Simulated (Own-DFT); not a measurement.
GaN (wurtzite, atoms displaced) (calculated)

A calculation, not a measurement: plane-wave PBE density functional theory by an unreviewed code, no spin, of a simulated periodic cell, stress positive in tension, free energy of the whole cell less one offset for each atom, forces on such cells passed a denser k mesh, this cell's mesh not checked; offsets are fitted by least squares, one for each functional and potential file, so energies compare only between cells with the same atoms and settings and are not formation energies; the far tail of each file's local potential was reset to the Coulomb form; each entry is a single point on an unrelaxed cell, so the pressure reflects the starting lattice, mostly measured values (interpolated for alloys), from which strain is counted, and rises with the displacements; printed positions are rounded, which can move forces by about a meV/angstrom; the program, named Own-DFT, is a retired in-house code; no spin-orbit coupling. Program: Own-DFT development build.

Common to all runs: functional PBE; potential files PseudoDojo norm-conserving, scalar-relativistic, standard set with the stringent files for Ga; wave cutoff 96 hartree; occupations Gaussian; smearing width 0.01 eV; k mesh 3 x 4 x 3 centred on Gamma.

(1) GaN (wurtzite, atoms displaced)

```
CELL_PARAMETERS angstrom
12.75600 0.00000 0.00000
-4.78350 8.28530 0.00000
0.00000 0.00000 10.37000
ATOMIC_POSITIONS crystal
Ga 0.08390 0.22408 0.99995
Ga 0.16975 0.11032 0.25121
N 0.08644 0.21936 0.18780
N 0.16513 0.10956 0.44007
Ga 0.08164 0.22133 0.50063
Ga 0.16689 0.11012 0.75298
N 0.08191 0.22152 0.68797
N 0.16252 0.10981 0.94205
Ga 0.08637 0.55911 0.00033
Ga 0.16556 0.44679 0.25022
N 0.08196 0.55431 0.18608
N 0.16553 0.44167 0.44037
Ga 0.08503 0.55671 0.50153
Ga 0.16683 0.44240 0.74991
N 0.08282 0.55484 0.68953
N 0.16974 0.44400 0.93972
Ga 0.08083 0.88553 0.00150
Ga 0.16818 0.77787 0.24912
N 0.08197 0.88938 0.18723
N 0.16509 0.77576 0.44130
Ga 0.08503 0.89169 0.50291
Ga 0.16802 0.78054 0.75353
N 0.08179 0.88707 0.68692
N 0.16767 0.77939 0.93964
Ga 0.33323 0.22016 0.00218
Ga 0.41830 0.10871 0.24581
N 0.33100 0.22195 0.18907
N 0.41881 0.11436 0.43704
Ga 0.33389 0.22305 0.50257
Ga 0.41708 0.11024 0.75002
N 0.33429 0.22133 0.68837
N 0.41590 0.10735 0.93366
Ga 0.33273 0.55767 0.00046
Ga 0.41689 0.44342 0.25033
N 0.33480 0.55818 0.19265
N 0.42267 0.44631 0.43732
Ga 0.33051 0.55368 0.50027
Ga 0.41981 0.44444 0.75382
N 0.33276 0.55588 0.68968
N 0.41433 0.44205 0.93797
Ga 0.33487 0.88925 0.00173
Ga 0.41651 0.77933 0.25187
N 0.33220 0.88530 0.18769
N 0.41296 0.77635 0.43961
Ga 0.33562 0.88948 0.50089
Ga 0.41770 0.78207 0.74650
N 0.33029 0.88927 0.69044
N 0.41932 0.77998 0.93697
Ga 0.58274 0.22155 0.00051
Ga 0.66551 0.10994 0.25001
N 0.58598 0.22592 0.18729
N 0.66823 0.11308 0.43657
Ga 0.58432 0.22404 0.50183
Ga 0.66740 0.11417 0.75434
N 0.58466 0.21987 0.68959
N 0.66698 0.11010 0.94571
Ga 0.58216 0.55578 0.99892
Ga 0.66487 0.44383 0.25280
N 0.57976 0.55140 0.19062
N 0.66537 0.44370 0.43589
Ga 0.58473 0.55421 0.50236
Ga 0.66789 0.44324 0.75032
N 0.58436 0.55684 0.68707
N 0.66615 0.44260 0.93882
Ga 0.58261 0.88816 0.99885
Ga 0.66941 0.78146 0.24946
N 0.58336 0.89088 0.19179
N 0.67033 0.77864 0.43567
Ga 0.58181 0.89370 0.50075
Ga 0.66774 0.77829 0.75056
N 0.58525 0.89063 0.68878
N 0.66880 0.77721 0.93852
Ga 0.83144 0.22277 0.00036
Ga 0.91868 0.11032 0.25001
N 0.83004 0.21851 0.18766
N 0.91611 0.11065 0.43837
Ga 0.83165 0.21841 0.49969
Ga 0.91408 0.10997 0.75047
N 0.83211 0.22393 0.69094
N 0.91356 0.10604 0.93764
Ga 0.83264 0.55299 0.99619
Ga 0.91593 0.44322 0.25029
N 0.83390 0.55829 0.18785
N 0.91717 0.44678 0.43936
Ga 0.83459 0.55690 0.50428
Ga 0.91487 0.44222 0.75095
N 0.83540 0.55414 0.69059
N 0.91738 0.43980 0.94118
Ga 0.83355 0.88921 0.00164
Ga 0.91547 0.77653 0.24507
N 0.83535 0.89108 0.18943
N 0.91392 0.77462 0.44034
Ga 0.83385 0.88853 0.49896
Ga 0.92289 0.78333 0.75101
N 0.83566 0.89110 0.68851
N 0.91484 0.77656 0.93741
```

```
free energy of cell above offsets : -10.370 eV
pressure                          : 5.37 GPa
stress xx                         : -4.91 GPa
stress yy                         : -5.28 GPa
stress zz                         : -5.93 GPa
stress yz                         : 0.21 GPa
stress xz                         : 0.09 GPa
stress xy                         : -0.37 GPa
```

Force:
```csv
element,x (eV/Å),y (eV/Å),z (eV/Å)
Ga,-0.477,-0.369,0.171
Ga,-0.708,-0.256,0.165
N,-0.657,0.562,0.3
N,0.325,0.407,-0.093
Ga,0.115,-0.162,-0.003
Ga,-0.254,0.196,-0.175
N,0.23,-0.178,0.316
N,0.922,-0.167,-0.502
Ga,-0.085,-0.664,-0.328
Ga,0.482,-0.58,0.021
N,0.103,0.254,0.424
N,-0.126,0.221,-0.404
Ga,-0.394,-0.309,0.104
Ga,-0.23,0.201,0.06
N,0.082,0.193,0.343
N,-0.726,0.226,-0.202
Ga,-0.092,0.344,-0.129
Ga,-0.817,-0.203,0.5
N,0.615,-0.211,0.372
N,0.394,0.57,-0.554
Ga,-0.38,-0.701,-0.771
Ga,-0.334,-0.713,-0.482
N,0.823,0.612,0.633
N,0.022,0.044,0.133
Ga,-0.344,-0.104,-0.403
Ga,-0.363,0.532,0.606
N,1.047,-0.141,-0.151
N,-0.028,-0.539,0.03
Ga,-0.016,0.122,-0.584
Ga,-0.055,0.138,-0.408
N,-0.169,0.125,0.42
N,-0.12,0.428,1.116
Ga,0.533,0.013,0.307
Ga,-0.281,0.11,0.225
N,-0.228,-0.213,-0.534
N,-1.243,-0.289,0.433
Ga,0.852,-0.171,0.072
Ga,-0.64,0.055,-0.784
N,0.467,0.05,-0.087
N,0.221,0.148,0.521
Ga,0.009,-0.165,-0.521
Ga,0.467,-0.273,0.006
N,0.038,0.492,0.041
N,0.65,0.12,0.065
Ga,-0.982,0.302,-0.029
Ga,0.086,-0.528,0.342
N,0.638,0.144,-0.411
N,-0.417,-0.249,-0.01
Ga,-0.064,0.054,-0.061
Ga,0.106,0.338,-0.104
N,-0.318,-0.571,0.07
N,-0.498,-0.116,0.345
Ga,0.096,-0.025,-0.396
Ga,0.344,-0.502,0.094
N,-0.489,0.279,-0.046
N,-0.457,0.031,-1.02
Ga,0.188,-0.218,0.497
Ga,0.322,0.445,-0.627
N,0.458,0.821,-0.702
N,0.581,0.031,1.038
Ga,-0.05,0.656,-0.662
Ga,-0.138,0.278,-0.012
N,0.276,-0.214,0.629
N,-0.234,0.002,-0.217
Ga,0.448,-0.141,0.588
Ga,-0.276,-0.629,0.079
N,-0.035,-0.448,-0.594
N,-1.007,-0.003,0.653
Ga,0.884,-0.711,-0.357
Ga,0.282,0.123,-0.223
N,-0.214,0.173,0.08
N,-0.562,-0.017,0.113
Ga,0.836,-0.441,0.328
Ga,-0.201,0.493,-0.092
N,0.606,0.383,0.342
N,0.082,0.069,-0.037
Ga,0.131,0.766,0.154
Ga,0.25,0.197,0.004
N,0.154,-0.465,-0.399
N,0.075,0.837,0.281
Ga,0.122,0.114,0.597
Ga,-0.333,-0.034,0.022
N,-0.091,-0.727,-0.314
N,0.224,-0.51,0.006
Ga,-0.159,-0.242,-0.625
Ga,0.662,0.307,0.177
N,-0.579,0.45,0.196
N,-0.163,0.779,-0.428
Ga,0.107,-0.075,-0.119
Ga,0.212,0.064,1.136
N,-0.204,-0.228,-0.335
N,0.591,0.522,-0.468
Ga,0.034,-0.045,0.207
Ga,-1.139,-0.76,-0.129
N,-0.149,-0.421,-0.044
N,0.331,-0.088,0.213
```

(2) GaN (wurtzite, atoms displaced)

```
CELL_PARAMETERS angstrom
12.75600 0.00000 0.00000
-4.78350 8.28530 0.00000
0.00000 0.00000 10.37000
ATOMIC_POSITIONS crystal
Ga 0.08651 0.22385 0.00203
Ga 0.16746 0.11407 0.25202
N 0.08303 0.21947 0.18707
N 0.16755 0.11616 0.43697
Ga 0.08425 0.22099 0.49985
Ga 0.16715 0.10910 0.74803
N 0.08238 0.22225 0.68968
N 0.16759 0.11312 0.93870
Ga 0.08379 0.55466 0.00013
Ga 0.16627 0.44377 0.24658
N 0.08538 0.55385 0.18531
N 0.16580 0.44409 0.43949
Ga 0.08442 0.55310 0.49964
Ga 0.16748 0.44719 0.75002
N 0.08457 0.55736 0.68900
N 0.16485 0.44540 0.93685
Ga 0.08364 0.89110 0.00159
Ga 0.16394 0.77589 0.25075
N 0.08159 0.88807 0.18716
N 0.16731 0.77986 0.44196
Ga 0.08355 0.88547 0.49904
Ga 0.17015 0.77803 0.74770
N 0.08443 0.88825 0.68910
N 0.16863 0.77686 0.94065
Ga 0.33459 0.22169 0.99886
Ga 0.41567 0.10761 0.25173
N 0.33098 0.22131 0.18676
N 0.41857 0.11365 0.43785
Ga 0.33372 0.22297 0.50063
Ga 0.41886 0.11682 0.74701
N 0.33245 0.22243 0.68737
N 0.41692 0.11426 0.93796
Ga 0.32961 0.55175 0.99951
Ga 0.41868 0.44486 0.25289
N 0.33368 0.55357 0.18928
N 0.41633 0.44771 0.43514
Ga 0.33430 0.55772 0.50384
Ga 0.41914 0.44695 0.75128
N 0.33818 0.56040 0.68850
N 0.41744 0.44879 0.93820
Ga 0.33746 0.89276 0.00045
Ga 0.41483 0.77524 0.25036
N 0.33092 0.88802 0.18800
N 0.41491 0.77583 0.44197
Ga 0.33168 0.88565 0.49671
Ga 0.41549 0.77762 0.75221
N 0.33504 0.88954 0.68910
N 0.41581 0.77805 0.93834
Ga 0.58481 0.22074 0.99680
Ga 0.66604 0.10814 0.25103
N 0.58251 0.22296 0.18658
N 0.66719 0.11172 0.44496
Ga 0.58243 0.22155 0.49948
Ga 0.66760 0.11202 0.74583
N 0.58535 0.22506 0.68606
N 0.66859 0.11108 0.93726
Ga 0.58032 0.55685 0.00226
Ga 0.66828 0.44502 0.25076
N 0.58219 0.55454 0.18938
N 0.66742 0.44412 0.43948
Ga 0.58310 0.55492 0.50165
Ga 0.66806 0.44262 0.75224
N 0.58150 0.55384 0.68962
N 0.66616 0.44254 0.93759
Ga 0.57923 0.88761 0.00038
Ga 0.66689 0.77757 0.25040
N 0.58232 0.89040 0.18771
N 0.66932 0.77885 0.43861
Ga 0.58382 0.88983 0.50134
Ga 0.66778 0.77686 0.74965
N 0.58719 0.88931 0.69156
N 0.66932 0.77998 0.93925
Ga 0.83596 0.22626 0.99664
Ga 0.91679 0.11467 0.24986
N 0.83470 0.22510 0.18873
N 0.91496 0.11044 0.43900
Ga 0.83354 0.22405 0.50195
Ga 0.91482 0.11064 0.75232
N 0.83171 0.22117 0.68831
N 0.91707 0.11021 0.93827
Ga 0.82995 0.55063 0.99660
Ga 0.91771 0.44678 0.24882
N 0.83454 0.55772 0.18337
N 0.91702 0.44395 0.43589
Ga 0.83521 0.55503 0.50036
Ga 0.91743 0.44246 0.74978
N 0.83446 0.55571 0.68860
N 0.91728 0.44393 0.93700
Ga 0.83180 0.88681 0.00162
Ga 0.91547 0.77663 0.25163
N 0.83474 0.88728 0.18802
N 0.91611 0.77622 0.43925
Ga 0.83410 0.89043 0.50079
Ga 0.91493 0.77507 0.74994
N 0.83623 0.89199 0.68814
N 0.91245 0.77350 0.93581
```

```
free energy of cell above offsets : -10.571 eV
pressure                          : 5.33 GPa
stress xx                         : -5.21 GPa
stress yy                         : -4.85 GPa
stress zz                         : -5.93 GPa
stress yz                         : -0.19 GPa
stress xz                         : 0.06 GPa
stress xy                         : 0.11 GPa
```

Force:
```csv
element,x (eV/Å),y (eV/Å),z (eV/Å)
Ga,-0.55,-0.329,-0.646
Ga,0.117,-0.496,-0.51
N,-0.26,0.424,0.355
N,0.494,-0.869,0.413
Ga,-0.695,0.198,0.33
Ga,-0.545,0.138,0.38
N,0.203,0.145,-0.135
N,0.196,-0.151,-0.278
Ga,-0.351,0.465,-0.333
Ga,0.337,-0.206,0.683
N,-0.555,0.218,0.612
N,0.452,0.031,-0.382
Ga,-0.418,0.156,0.139
Ga,0.328,-0.404,-0.278
N,-0.032,-0.286,-0.294
N,0.453,-0.276,0.171
Ga,-0.019,-0.577,-0.646
Ga,0.088,0.135,-0.271
N,0.147,0.159,0.671
N,0.083,-0.681,-0.818
Ga,-0.643,0.766,0.379
Ga,-0.555,0.21,0.773
N,-0.072,-0.189,-0.25
N,-0.264,0.346,-0.368
Ga,-0.402,0.348,0.25
Ga,-0.226,0.604,-0.584
N,0.576,0.147,0.331
N,-0.378,-0.52,0.245
Ga,-0.069,0.259,-0.374
Ga,0.124,-0.605,0.3
N,0.171,0.396,0.085
N,0.501,-0.21,-0.405
Ga,0.155,0.506,0.216
Ga,-0.361,-0.407,-0.755
N,-0.121,0.115,-0.261
N,0.298,-0.277,1.118
Ga,-0.131,-0.49,-0.563
Ga,-0.409,-0.309,-0.057
N,-0.503,-0.62,0.398
N,-0.097,-0.592,0.034
Ga,-0.765,-0.264,-0.136
Ga,-0.044,0.108,0.108
N,0.354,-0.161,0.372
N,0.366,0.383,-0.659
Ga,0.264,0.749,0.731
Ga,0.596,0.532,-0.305
N,0.055,0.421,-0.436
N,0.007,-0.331,0.225
Ga,-0.184,0.075,0.4
Ga,-0.15,0.755,0.107
N,0.301,-0.26,0.292
N,-0.103,-0.123,-0.971
Ga,0.193,0.313,-0.06
Ga,-0.244,-0.269,0.642
N,-0.164,-0.292,0.28
N,-0.22,-0.099,-0.178
Ga,0.783,0.107,-0.258
Ga,-0.055,-0.103,-0.219
N,0.313,0.199,0.018
N,-0.037,0.116,-0.112
Ga,0.049,0.111,-0.257
Ga,-0.283,0.413,-0.446
N,0.729,0.129,-0.124
N,-0.618,0.067,0.189
Ga,0.945,0.275,-0.337
Ga,0.063,0.125,-0.114
N,0.133,-0.48,0.327
N,-0.544,-0.192,0.073
Ga,0.173,-0.341,0.225
Ga,0.232,0.121,0.284
N,-0.771,-0.177,-0.388
N,-0.821,-0.406,-0.008
Ga,0.038,-0.758,0.53
Ga,0.161,-0.541,0.007
N,-0.279,-0.232,-0.242
N,0.27,0.313,-0.124
Ga,0.3,-0.138,-0.315
Ga,0.434,0.107,-0.184
N,0.44,0.375,0.039
N,0.11,0.193,0.396
Ga,0.338,0.625,0.119
Ga,-0.06,-0.071,-0.241
N,-0.012,-0.33,0.633
N,0.127,0.213,0.33
Ga,-0.297,-0.071,0.048
Ga,-0.106,0.321,-0.059
N,0.022,-0.334,-0.093
N,-0.01,0.287,-0.012
Ga,0.395,0.294,-0.216
Ga,0.164,0.075,-0.299
N,-0.564,0.402,0.355
N,0.134,0.158,-0.015
Ga,0.164,-0.046,-0.011
Ga,0.313,0.498,-0.038
N,-0.249,-0.479,0.007
N,0.545,0.364,0.442
```

(3) GaN (wurtzite, atoms displaced)

```
CELL_PARAMETERS angstrom
12.75600 0.00000 0.00000
-4.78350 8.28530 0.00000
0.00000 0.00000 10.37000
ATOMIC_POSITIONS crystal
Ga 0.08744 0.22842 0.99995
Ga 0.16495 0.11257 0.24996
N 0.08540 0.22780 0.18933
N 0.16923 0.11546 0.44148
Ga 0.08358 0.22375 0.50021
Ga 0.16554 0.11175 0.74749
N 0.08324 0.22566 0.68730
N 0.16430 0.10872 0.93909
Ga 0.08311 0.55221 0.99783
Ga 0.16919 0.44776 0.25228
N 0.08325 0.55438 0.18621
N 0.16461 0.44368 0.43833
Ga 0.08147 0.55675 0.49981
Ga 0.16551 0.44266 0.75105
N 0.08721 0.55537 0.68636
N 0.16561 0.44172 0.94155
Ga 0.08443 0.88855 0.99693
Ga 0.16484 0.77827 0.24749
N 0.08460 0.88861 0.18857
N 0.16687 0.78324 0.43527
Ga 0.08606 0.89224 0.49991
Ga 0.16807 0.77907 0.74920
N 0.08474 0.88958 0.68686
N 0.16526 0.77720 0.93848
Ga 0.33528 0.22302 0.00070
Ga 0.41817 0.11596 0.25338
N 0.33209 0.21850 0.19104
N 0.41472 0.11064 0.43929
Ga 0.33043 0.21752 0.50242
Ga 0.41493 0.11085 0.75075
N 0.33314 0.22172 0.68821
N 0.41911 0.11469 0.93850
Ga 0.33623 0.55853 0.00171
Ga 0.41830 0.44633 0.25038
N 0.33299 0.55483 0.18942
N 0.41771 0.44485 0.43932
Ga 0.33331 0.55613 0.50469
Ga 0.41537 0.44282 0.74858
N 0.33408 0.55549 0.68826
N 0.41689 0.44395 0.93967
Ga 0.33358 0.88738 0.99933
Ga 0.41573 0.77903 0.25354
N 0.33264 0.88845 0.18711
N 0.41810 0.78003 0.43940
Ga 0.33077 0.88574 0.49899
Ga 0.41457 0.77368 0.75135
N 0.33228 0.89331 0.68824
N 0.41661 0.77666 0.94049
Ga 0.58514 0.22476 0.99793
Ga 0.66977 0.11395 0.24998
N 0.58190 0.22284 0.18754
N 0.66580 0.10550 0.43716
Ga 0.58030 0.21728 0.50234
Ga 0.66530 0.10847 0.74979
N 0.58840 0.22919 0.69026
N 0.66766 0.11258 0.94021
Ga 0.58446 0.55579 0.00123
Ga 0.66609 0.44589 0.25147
N 0.58507 0.55532 0.18624
N 0.66996 0.44457 0.43770
Ga 0.58207 0.55501 0.50008
Ga 0.66699 0.44420 0.75459
N 0.58071 0.56032 0.68969
N 0.66582 0.44743 0.94198
Ga 0.58462 0.89331 0.00074
Ga 0.66972 0.78060 0.24950
N 0.58677 0.89256 0.18905
N 0.66666 0.77685 0.43584
Ga 0.58438 0.88816 0.49932
Ga 0.66445 0.77578 0.75103
N 0.58435 0.88927 0.69048
N 0.66746 0.78284 0.94028
Ga 0.83163 0.22474 0.00195
Ga 0.91703 0.11133 0.25007
N 0.83990 0.22709 0.19048
N 0.91287 0.10698 0.43846
Ga 0.83131 0.22169 0.50339
Ga 0.91636 0.11648 0.74850
N 0.83739 0.22638 0.68459
N 0.91375 0.11106 0.93683
Ga 0.83380 0.55675 0.99749
Ga 0.91255 0.44330 0.25238
N 0.83465 0.55900 0.18592
N 0.91854 0.44486 0.43736
Ga 0.82842 0.55621 0.50038
Ga 0.91651 0.44851 0.74718
N 0.82852 0.54907 0.68933
N 0.91698 0.44730 0.93675
Ga 0.83416 0.89277 0.99920
Ga 0.91568 0.78078 0.24994
N 0.83246 0.88632 0.18899
N 0.91940 0.77909 0.43767
Ga 0.82981 0.88614 0.50218
Ga 0.91761 0.77817 0.75107
N 0.83375 0.88772 0.69005
N 0.91747 0.78002 0.93893
```

```
free energy of cell above offsets : -10.273 eV
pressure                          : 5.42 GPa
stress xx                         : -5.15 GPa
stress yy                         : -5.18 GPa
stress zz                         : -5.94 GPa
stress yz                         : -0.06 GPa
stress xz                         : -0.33 GPa
stress xy                         : 0.34 GPa
```

Force:
```csv
element,x (eV/Å),y (eV/Å),z (eV/Å)
Ga,-0.524,-1.388,0.299
Ga,0.295,-0.194,0.068
N,-0.028,-0.58,-0.071
N,-0.587,-0.396,-0.487
Ga,-0.476,-0.278,-0.274
Ga,-0.075,-0.038,0.507
N,0.25,-0.428,0.183
N,0.415,0.611,-0.372
Ga,-0.372,0.426,0.532
Ga,-0.564,-0.018,-0.239
N,-0.234,0.075,0.318
N,0.374,0.513,0.362
Ga,0.379,0.236,-0.385
Ga,0.25,0.245,0.161
N,-0.807,0.337,0.368
N,0.48,0.979,-0.858
Ga,-0.329,0.025,0.704
Ga,0.409,-0.332,-0.101
N,-0.77,0.413,-0.285
N,0.368,-0.732,0.332
Ga,-0.498,-0.138,-0.19
Ga,-0.252,-0.24,0.185
N,-0.212,-0.148,0.253
N,0.585,-0.159,-0.342
Ga,-0.464,-0.277,0.22
Ga,0.09,-0.834,-0.551
N,-0.209,0.729,-0.308
N,0.374,-0.085,0.317
Ga,0.361,0.893,-0.365
Ga,0.52,0.436,0.049
N,-0.138,0.073,0.232
N,-0.045,-0.538,-0.116
Ga,-0.177,-0.548,0.105
Ga,-0.052,-0.303,-0.01
N,0.377,0.425,0.061
N,-0.319,-0.25,0.097
Ga,-0.07,-0.18,-1.056
Ga,0.109,0.047,0.498
N,-0.378,-0.164,0.534
N,-0.067,0.157,-0.27
Ga,-0.32,0.36,0.215
Ga,0.318,0.113,-0.693
N,0.168,0.328,0.331
N,-0.16,-0.397,0.351
Ga,0.072,0.33,0.041
Ga,-0.064,0.751,-0.089
N,0.848,-0.597,-0.05
N,0.052,0.296,-0.437
Ga,-0.226,-0.131,0.521
Ga,-0.224,0.042,-0.184
N,0.579,0.127,0.169
N,-0.411,0.792,0.36
Ga,0.382,0.429,-0.318
Ga,0.386,0.627,0.114
N,-0.581,-1.103,-0.08
N,-0.281,0.183,-0.465
Ga,-0.545,0.591,-0.196
Ga,0.515,-0.081,-0.503
N,-0.461,0.287,0.603
N,-1.252,-0.619,0.19
Ga,0.32,-0.016,0.042
Ga,-0.777,0.506,-0.218
N,0.884,-0.895,-0.198
N,0.536,-0.222,-0.534
Ga,0.053,-0.423,0.265
Ga,-0.506,-0.428,-0.215
N,-0.418,-0.317,0.065
N,-0.134,-0.256,0.41
Ga,-0.028,-0.222,0.23
Ga,0.459,0.61,0.395
N,-0.487,-0.131,-0.381
N,0.049,-0.616,-0.147
Ga,0.744,0.13,-0.143
Ga,0.361,-0.042,0.182
N,-1.01,-0.576,-0.402
N,0.348,0.378,0.186
Ga,0.361,0.129,-1.177
Ga,0.46,-0.755,0.263
N,-0.925,-0.213,0.97
N,0.401,0.727,0.258
Ga,0.028,0.312,0.458
Ga,0.747,0.866,-0.411
N,-0.259,-0.361,0.282
N,-0.931,-0.097,0.589
Ga,1.47,0.303,-0.003
Ga,0.658,-0.293,0.243
N,0.172,1.185,-0.183
N,0.01,-0.356,-0.221
Ga,0.127,-0.233,0.038
Ga,0.834,-0.345,-0.03
N,0.025,0.842,-0.407
N,-0.538,-0.035,0.364
Ga,0.718,0.196,-0.167
Ga,-0.09,-0.116,-0.198
N,-0.328,0.199,-0.024
N,-0.118,-0.136,-0.169
```

(4) GaN (wurtzite, atoms displaced)

```
CELL_PARAMETERS angstrom
12.75600 0.00000 0.00000
-4.78350 8.28530 0.00000
0.00000 0.00000 10.37000
ATOMIC_POSITIONS crystal
Ga 0.08400 0.22279 0.00018
Ga 0.16857 0.11444 0.24751
N 0.07859 0.22226 0.18592
N 0.16375 0.10845 0.43613
Ga 0.08355 0.22191 0.50085
Ga 0.16526 0.10676 0.74915
N 0.08136 0.22428 0.69190
N 0.16605 0.11115 0.93651
Ga 0.08211 0.55273 0.00191
Ga 0.16515 0.44266 0.25262
N 0.08052 0.55647 0.18801
N 0.16740 0.44884 0.43641
Ga 0.08205 0.55652 0.50098
Ga 0.16697 0.44644 0.75070
N 0.08339 0.55286 0.68758
N 0.16710 0.44377 0.93675
Ga 0.08130 0.88792 0.99960
Ga 0.16886 0.77668 0.25181
N 0.08639 0.89159 0.18990
N 0.16725 0.78106 0.43830
Ga 0.08475 0.88977 0.49790
Ga 0.16553 0.77746 0.75006
N 0.08345 0.88843 0.68597
N 0.16808 0.77854 0.94016
Ga 0.33551 0.22445 0.99999
Ga 0.41910 0.11221 0.24996
N 0.33364 0.22142 0.18778
N 0.41459 0.10847 0.43689
Ga 0.33108 0.22029 0.50123
Ga 0.41651 0.10784 0.75139
N 0.33599 0.22480 0.68843
N 0.41614 0.10766 0.93832
Ga 0.33586 0.55815 0.99715
Ga 0.41503 0.44467 0.24467
N 0.33235 0.55205 0.18770
N 0.41552 0.44526 0.43603
Ga 0.32963 0.55649 0.50163
Ga 0.41672 0.44522 0.74912
N 0.32970 0.55474 0.68769
N 0.41383 0.44324 0.93764
Ga 0.33271 0.88749 0.00355
Ga 0.41924 0.78368 0.24991
N 0.33388 0.88989 0.18867
N 0.41774 0.78212 0.43992
Ga 0.33316 0.88773 0.49891
Ga 0.41802 0.77827 0.75063
N 0.33638 0.89285 0.68393
N 0.41640 0.77601 0.93846
Ga 0.58429 0.22302 0.00143
Ga 0.66422 0.11106 0.25096
N 0.58560 0.22130 0.19077
N 0.66467 0.10960 0.43746
Ga 0.57795 0.21761 0.50155
Ga 0.66499 0.11079 0.74712
N 0.57998 0.22084 0.68826
N 0.66507 0.10958 0.93782
Ga 0.58292 0.55602 0.00311
Ga 0.67030 0.44890 0.24857
N 0.58466 0.55793 0.18654
N 0.66496 0.44826 0.43656
Ga 0.58540 0.55378 0.50080
Ga 0.66777 0.44726 0.74865
N 0.58277 0.55201 0.69172
N 0.66321 0.44364 0.93825
Ga 0.58505 0.88819 0.99698
Ga 0.66339 0.77470 0.24681
N 0.58609 0.88867 0.18709
N 0.66807 0.77467 0.43991
Ga 0.58329 0.88955 0.50464
Ga 0.66549 0.77887 0.75241
N 0.58316 0.88698 0.69215
N 0.66571 0.77553 0.93998
Ga 0.83082 0.22307 0.00051
Ga 0.91814 0.11026 0.25169
N 0.83453 0.22458 0.18720
N 0.91816 0.11508 0.43652
Ga 0.83335 0.22307 0.49964
Ga 0.91954 0.11009 0.74947
N 0.83543 0.21986 0.68882
N 0.91635 0.11237 0.93545
Ga 0.83202 0.55644 0.00200
Ga 0.91507 0.44627 0.24901
N 0.83421 0.55952 0.19156
N 0.91209 0.44371 0.43960
Ga 0.83271 0.55646 0.50022
Ga 0.91597 0.43908 0.75308
N 0.83754 0.55800 0.68944
N 0.91921 0.44651 0.93771
Ga 0.82874 0.88405 0.00034
Ga 0.91302 0.77569 0.24815
N 0.83446 0.89059 0.18926
N 0.91685 0.77814 0.43843
Ga 0.83428 0.89122 0.49905
Ga 0.91699 0.77887 0.74905
N 0.83346 0.89215 0.68808
N 0.91760 0.77838 0.93474
```

```
free energy of cell above offsets : -10.293 eV
pressure                          : 5.41 GPa
stress xx                         : -5.04 GPa
stress yy                         : -5.09 GPa
stress zz                         : -6.09 GPa
stress yz                         : -0.12 GPa
stress xz                         : 0.02 GPa
stress xy                         : 0.21 GPa
```

Force:
```csv
element,x (eV/Å),y (eV/Å),z (eV/Å)
Ga,-0.341,-0.149,-0.48
Ga,-0.466,-0.306,0.037
N,1.116,0.205,0.388
N,0.184,0.601,0.193
Ga,-0.091,0.314,0.151
Ga,0.012,0.831,0.018
N,1.123,-0.106,-0.858
N,0.294,-0.071,0.323
Ga,0.419,0.398,-0.306
Ga,-0.125,0.259,-0.833
N,0.575,-0.086,0.372
N,-0.348,-0.592,0.537
Ga,-0.245,-0.052,-0.243
Ga,-0.097,-0.348,0.135
N,-0.423,0.452,0.175
N,-0.071,0.289,0.442
Ga,0.48,0.292,0.305
Ga,-0.666,0.193,-0.315
N,-0.431,-0.439,-0.221
N,0.28,-0.602,0.085
Ga,-0.493,-0.202,-0.041
Ga,0.5,-0.062,0.031
N,-0.004,-0.068,0.099
N,-0.25,-0.267,-0.284
Ga,-0.298,-0.641,-0.324
Ga,-0.417,0.073,0.035
N,0.281,0.163,-0.129
N,-0.208,0.232,0.048
Ga,0.083,0.44,-0.426
Ga,-0.486,0.366,-0.009
N,-0.361,-0.558,0.116
N,0.029,0.352,0.343
Ga,-0.645,-0.562,0.499
Ga,0.423,-0.078,0.953
N,-0.557,0.872,-0.165
N,0.01,-0.038,0.279
Ga,0.954,0.127,-0.532
Ga,-0.245,-0.129,0.009
N,0.747,0.336,0.206
N,0.702,0.3,0.03
Ga,0.047,0.029,-0.577
Ga,0.287,-0.891,0.083
N,0.219,0.025,0.23
N,0.307,-0.498,-0.273
Ga,-0.22,0.227,-0.017
Ga,-0.709,-0.183,-0.125
N,-0.246,-0.796,0.775
N,0.062,0.553,-0.042
Ga,-0.224,-0.313,-0.202
Ga,1.186,-0.166,-0.087
N,-0.646,0.658,-0.444
N,0.068,0.128,0.547
Ga,0.382,0.685,-0.46
Ga,0.406,0.357,0.351
N,0.644,0.367,0.041
N,-0.011,0.212,-0.218
Ga,-0.318,-0.41,-0.808
Ga,-0.678,-0.573,0.409
N,-0.017,-0.649,0.274
N,0.944,-1.013,0.152
Ga,-1.229,0.205,0.092
Ga,0.463,-0.381,0.219
N,-0.277,0.816,-0.432
N,0.612,0.136,0.193
Ga,-0.541,0.155,0.423
Ga,0.617,0.578,0.998
N,-0.683,0.216,-0.164
N,-0.691,0.516,-0.271
Ga,0.447,-0.369,-0.679
Ga,0.772,-0.375,-0.357
N,-0.143,0.219,-0.285
N,-0.102,-0.098,-0.271
Ga,0.69,-0.182,-0.235
Ga,-0.782,0.166,-0.454
N,-0.326,-0.298,0.405
N,-0.02,-0.256,0.438
Ga,-0.175,-0.11,0.071
Ga,-0.706,0.009,0.362
N,-0.749,-0.057,-0.184
N,-0.125,-0.4,0.725
Ga,0.26,-0.063,-0.578
Ga,0.382,-0.366,0.42
N,0.036,-0.483,-0.881
N,0.674,0.2,-0.346
Ga,-0.24,0.076,0.151
Ga,-0.01,0.461,-0.595
N,-0.479,-0.517,-0.039
N,-0.816,-0.22,0.521
Ga,0.809,1.114,-0.123
Ga,0.863,1.13,0.617
N,-0.453,-0.396,-0.275
N,-0.019,0.076,-0.102
Ga,0.049,-0.113,0.019
Ga,-0.112,0.046,-0.307
N,0.079,-0.671,-0.02
N,-0.494,-0.258,0.696
```
